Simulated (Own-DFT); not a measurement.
# Stretching a layer in its plane: wurtzite AlGaN with randomly placed atoms, 72 atoms (Al27Ga9N36)

Calculated, not measured: single-point runs of Own-DFT, a retired in-house plane-wave DFT program that no person has reviewed, on unrelaxed cells, without spin or spin-orbit coupling.

Common settings: PBE; PseudoDojo norm-conserving scalar-relativistic files; cutoff 42 hartree; 4 x 4 x 3 k mesh centred on Gamma; Fermi-Dirac smearing of 0.1 eV.

Caveats: forces on such cells passed a denser k mesh, each cell not checked; stress not checked against mesh or cutoff.

Unstrained cell vectors in Å: (9.394, 0.000, 0.000); (-4.697, 8.135, 0.000); (0.000, 0.000, 10.066). The unstrained cell has measured lattice constants (interpolated for alloys), not those of this functional. That, the random moves and any unrelaxed bonds set the pressure at no strain. Each run strains x and y alike by e, as a substrate would, and holds the height along z. Random moves of width 0.05 Å per axis were added to every atom. The random placing of the alloy's atoms differs from row to row. Stress is positive in tension.

```
e (%),u (Å),(s_xx + s_yy)/2 (GPa),s_zz (GPa)
-3.00,0.050,-26.53,-11.93
-2.75,0.050,-23.87,-11.78
-1.50,0.051,-16.05,-10.04
-1.00,0.052,-11.33,-10.87
-0.75,0.047,-10.93,-7.40
0.25,0.047,?,?
0.50,0.052,-4.40,-4.80
1.25,0.047,-0.46,-2.68
2.50,0.048,6.10,-3.35
3.00,0.049,8.34,-2.89
```

## What the rows give

With e as a fraction, the in-plane stress is -6.6 + 568 e - 2594 e² GPa (errors 11 and 636, scatter 0.67), and s_zz is -7.0 + 173 e GPa (slope ± 23, scatter 1.40). At e = 0 the first slope is C11 + C12 and the second 2 C13, both with the ions held to the strained lattice and at the cell's own pressure. The term in e² is negative: the layer stiffens under compression and softens under tension. A free layer would change its height as e changes, and the in-plane slope would drop by 2 C13²/C33 to the biaxial modulus. At fixed height, a misfit of 1 % moves the in-plane stress by about 5.7 GPa and s_zz by 1.7 GPa.

## The run left out

Q: what are the two stresses at e = 0.25 %?

The fit gives -5.2 and -6.5 GPa. The run itself gave -4.46 and -7.41 GPa.
